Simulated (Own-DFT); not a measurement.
# What a defect does to the pressure of its cell: C11b WSi2

No measurement is shown. These are fixed-geometry runs of a retired plane-wave code named Own-DFT, which no person has reviewed; spin and spin-orbit coupling are neglected.

All runs used: PBE; PseudoDojo norm-conserving scalar-relativistic files; cutoff 50 hartree; 5 x 5 x 5 k mesh centred on Gamma; cold (Marzari-Vanderbilt) smearing of 0.2 eV.

Keep in mind: forces on such cells failed a check on a denser k mesh; stress not checked against mesh or cutoff.

All runs share one cell, with vectors in Å (-2.148, -5.953, 3.409); (-6.444, 2.976, 1.136); (-2.553, -2.948, -6.757) and a volume of 403.2 Å³. Atoms were moved at random from their sites; u is the rms move along one axis. The defect's site can differ from row to row.

| cell | formula | u (Å) | P (GPa) |
|---|---|---|---|
| no defect | Si20W10 | 0.0177 | 4.37 |
| no defect | Si20W10 | 0.0481 | 5.76 |
| no defect | Si20W10 | 0.0576 | 6.15 |
| one Si vacancy | Si19W10 | 0.0235 | 3.19 |
| one Si vacancy | Si19W10 | 0.0477 | 4.23 |
| one Si vacancy | Si19W10 | 0.0521 | 4.78 |
| one Si on a W site | Si21W9 | 0.0307 | 6.37 |
| one Si on a W site | Si21W9 | 0.0356 | 6.44 |
| one Si on a W site | Si21W9 | 0.0512 | 7.35 |
| one W vacancy | Si20W9 | 0.0319 | 3.65 |
| one W vacancy | Si20W9 | 0.0329 | 3.33 |
| one W vacancy | Si20W9 | 0.0454 | 4.50 |
| one W vacancy | Si20W9 | 0.0519 | ? |
| one W on a Si site | Si19W11 | 0.0274 | 9.90 |
| one W on a Si site | Si19W11 | 0.0498 | 11.14 |
| one W on a Si site | Si19W11 | 0.0536 | 11.85 |

## Fit

P = P0 + c u² + a shift for each defect gives P0 = 4.04 GPa, c = 702 ± 59 GPa/Å² and a scatter of 0.21 GPa. The shifts, and each times the cell's volume:

- one W on a Si site: 5.49 ± 0.17 GPa, 13.8 eV
- one Si on a W site: 1.55 ± 0.17 GPa, 3.9 eV
- one W vacancy: -1.19 ± 0.17 GPa, -3.0 eV
- one Si vacancy: -1.27 ± 0.17 GPa, -3.2 eV

Positive is outwards. The product with the volume (160.2 GPa Å³ to the eV) is nearly free of the cell's size; divided by the bulk modulus at the cell's pressure it gives the volume that the defect adds. The atoms around the defects weren't relaxed, which would change these numbers.

## Prediction

Question: what pressure belongs in the blank (one W vacancy, u = 0.0519 Å)?

The fit gives 4.74 ± 0.25 GPa. Computed: 5.29 GPa.
